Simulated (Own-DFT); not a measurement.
# Strain and stress in wurtzite GaN, 96 atoms (Ga48N48)

These are calculations, not measurements. They come from Own-DFT, an in-house plane-wave density functional program, since retired, whose code no person has reviewed. Each row is one single-point run on a periodic cell that was not relaxed, without spin or spin-orbit coupling.

Settings of every run: PBE; PseudoDojo norm-conserving scalar-relativistic files; cutoff 42 hartree; 3 x 4 x 3 k mesh centred on Gamma; Fermi-Dirac smearing of 0.1 eV.

Known limits: forces on such cells passed a denser k mesh, each cell not checked; stress not checked against mesh or cutoff.

Unstrained cell vectors in Å: (12.756, 0.000, 0.000); (-4.783, 8.285, 0.000); (0.000, 0.000, 10.370). The unstrained cell has measured lattice constants (interpolated for alloys), not those of this functional. That, the random moves and any unrelaxed bonds set the pressure at no strain. Each run strains this cell uniformly, with the atoms carried along. Every atom was also moved at random, by a Gaussian of width 0.05 Å on each axis. Strain is the symmetric tensor, in per cent. Stress is positive in tension, and the pressure is minus a third of its trace.

```
run,e_xx (%),e_yy (%),e_zz (%),e_yz (%),e_xz (%),e_xy (%),s_xx (GPa),s_yy (GPa),s_zz (GPa),s_yz (GPa),s_xz (GPa),s_xy (GPa),P (GPa),E (meV/atom)
1,1.26,-0.17,-0.75,-1.05,-0.37,1.39,-2.15,-8.86,-9.95,-2.61,-0.54,3.19,6.99,23.4
2,-1.16,-0.32,-0.87,-0.46,-1.25,1.02,-13.71,-10.61,-14.72,-1.76,-2.84,4.60,13.01,45.0
3,-1.16,-0.48,-0.48,0.73,-1.50,0.41,-12.84,-10.73,-12.95,2.34,-3.95,0.87,12.17,39.5
4,1.70,-1.53,1.67,-0.67,-1.61,0.78,-1.87,-11.70,-0.19,-1.01,-3.02,2.42,4.59,27.0
5,0.59,-1.50,-1.69,1.87,1.44,1.04,-8.24,-13.33,-18.60,3.28,3.18,3.49,13.39,51.0
6,1.45,1.02,0.60,-1.96,0.04,0.21,-0.44,-1.44,-3.97,-2.94,0.06,0.61,1.95,18.3
7,1.25,-1.04,0.56,-1.57,0.19,0.96,-4.58,-8.91,-4.67,-3.05,1.21,3.10,6.06,24.3
8,0.05,-0.50,0.90,-1.18,-0.75,-0.95,-6.31,-9.21,-4.52,-2.53,-1.02,-2.67,6.68,16.5
9,-1.89,-0.71,-1.88,0.91,-1.79,-0.73,-18.56,-15.14,-19.15,1.75,-4.26,-2.89,17.61,58.5
10,-0.52,1.82,-0.82,-0.32,1.18,0.72,-9.37,-0.87,-11.14,-1.61,2.97,1.55,7.13,32.1
11,-0.15,1.15,0.15,-0.43,1.83,1.84,-7.12,-3.56,-6.72,-0.99,3.36,6.61,5.80,29.6
12,-0.61,-0.09,-1.53,-0.41,1.03,1.18,-10.79,-10.03,-17.20,-1.06,2.63,4.68,12.68,46.2
13,0.83,-0.90,-1.25,-0.08,0.67,1.29,-4.38,-12.00,-14.37,-0.63,0.82,3.07,10.25,26.3
14,-1.47,-1.56,0.06,1.35,-0.75,-1.42,-14.28,-17.83,-10.34,3.59,-1.87,-3.64,14.15,49.7
15,-1.06,-1.63,-1.29,1.50,1.15,-1.62,-13.41,-19.48,-16.47,3.54,2.18,-5.69,16.45,64.0
16,0.11,1.70,0.96,-0.36,1.26,-0.07,-4.74,1.18,-2.39,-0.61,2.60,-1.15,1.98,0.0
17,1.11,0.41,1.50,-0.20,-1.02,-0.86,?,?,?,?,?,?,?,?
```

E is the free energy for each atom above the lowest run shown.

## Worked fit

Each stress component was fitted by least squares to a constant and the strains of the runs shown, as fractions, with shears doubled. Shear strains stay in the fit of a normal stress only where such slopes are resolved. The slopes, in GPa:

```
stress  at no strain  per e_xx  per e_yy  per e_zz  scatter
  s_xx          -7.6  409 ± 26   88 ± 22   59 ± 27     0.98
  s_yy          -7.9  140 ± 30  453 ± 26   68 ± 32     1.14
  s_zz          -8.5   89 ± 19   79 ± 17  491 ± 20     0.73
```

Each shear stress against twice its own strain: yz 107 ± 12, xz 112 ± 7, xy 181 ± 12 GPa. These are stiffnesses along x, y and z of the frame in which the cell vectors are given, which need not be the crystal's axes. The atoms are held to the strained lattice; where symmetry lets them move under strain, relaxing them would lower some slopes. The table should be nearly symmetric about its diagonal, and what it lacks of that shows the noise. A ninth of its sum, 208 ± 3 GPa, estimates the bulk modulus near the mean pressure of these runs, 9.4 GPa, so it lies above the value at zero pressure.

## Withheld run

Question: what normal stresses and pressure should run 17 give?

The fit gives s_xx = -1.8, s_yy = -3.4, s_zz = 0.2 and P = 1.7 GPa. The calculation gave -1.93, -2.61, -1.12 and P = 1.88 GPa.
